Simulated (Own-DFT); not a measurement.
# Energy and forces against displacement in 6H (3C twinned every three layers) SiC, 48 atoms (C24Si24)

All numbers below are calculated, not measured. They come from Own-DFT, an in-house plane-wave density functional program, since retired, whose code no person has reviewed. Each row is one single-point run on a periodic cell that was not relaxed, without spin or spin-orbit coupling.

Settings of every run: PBE; PseudoDojo norm-conserving scalar-relativistic files; cutoff 42 hartree; 5 x 5 x 2 k mesh centred on Gamma; Fermi-Dirac smearing of 0.1 eV.

Known limits, some of them of some rows only: some atoms lie very close together; forces on such cells passed a denser k mesh, each cell not checked; stress not checked against mesh or cutoff.

Cell vectors in Å: (4.360, -4.360, 0.000); (0.000, 4.360, -4.360); (8.719, 8.719, 8.719). In each run every atom was moved at random and independently from its ideal site; u is the rms move along one axis. E is the free energy for each atom above the fitted value at u = 0, and F the rms of the force components.

```
run   u (Å)  E (meV/atom)  F (eV/Å)  largest force (eV/Å)  P (GPa)
  1  0.0281          29.4     0.818                  2.60     3.81
  2  0.0309          35.4     0.907                  2.67     3.74
  3  0.0623             ?         ?                     ?        ?
  4  0.0643         145.9     1.849                  5.55     6.58
  5  0.0889         295.3     2.851                 12.34    10.35
  6  0.1027         440.6     3.531                 17.35    13.32
  7  0.1053         368.0     3.433                 17.33    11.47
```

## Worked fit

For small independent moves the energy grows as E = (3/2) K u², with K the mean stiffness felt by one atom. The runs with u up to 0.11 Å give K = 24.6 ± 1.3 eV/Å², with residuals divided by u² + 0.0006 Å², since the noise grows with the moves. The scatter is 9.3 meV/atom at u = 0.05 Å. The forces follow F = G u with G = 31.1 eV/Å²; no force at u = 0 is resolved. G exceeds K because the moves of its neighbours add to the force on an atom, and stiffness differs between atoms. The pressure follows P = 3.08 + 869 u² GPa: at fixed volume, shortened bonds push harder than stretched ones pull.

## Withheld run

Question: what energy and rms force should run 3 give?

The fit gives 143 ± 15 meV/atom and about 1.94 eV/Å. The calculation gave 153.6 meV/atom and 1.998 eV/Å.
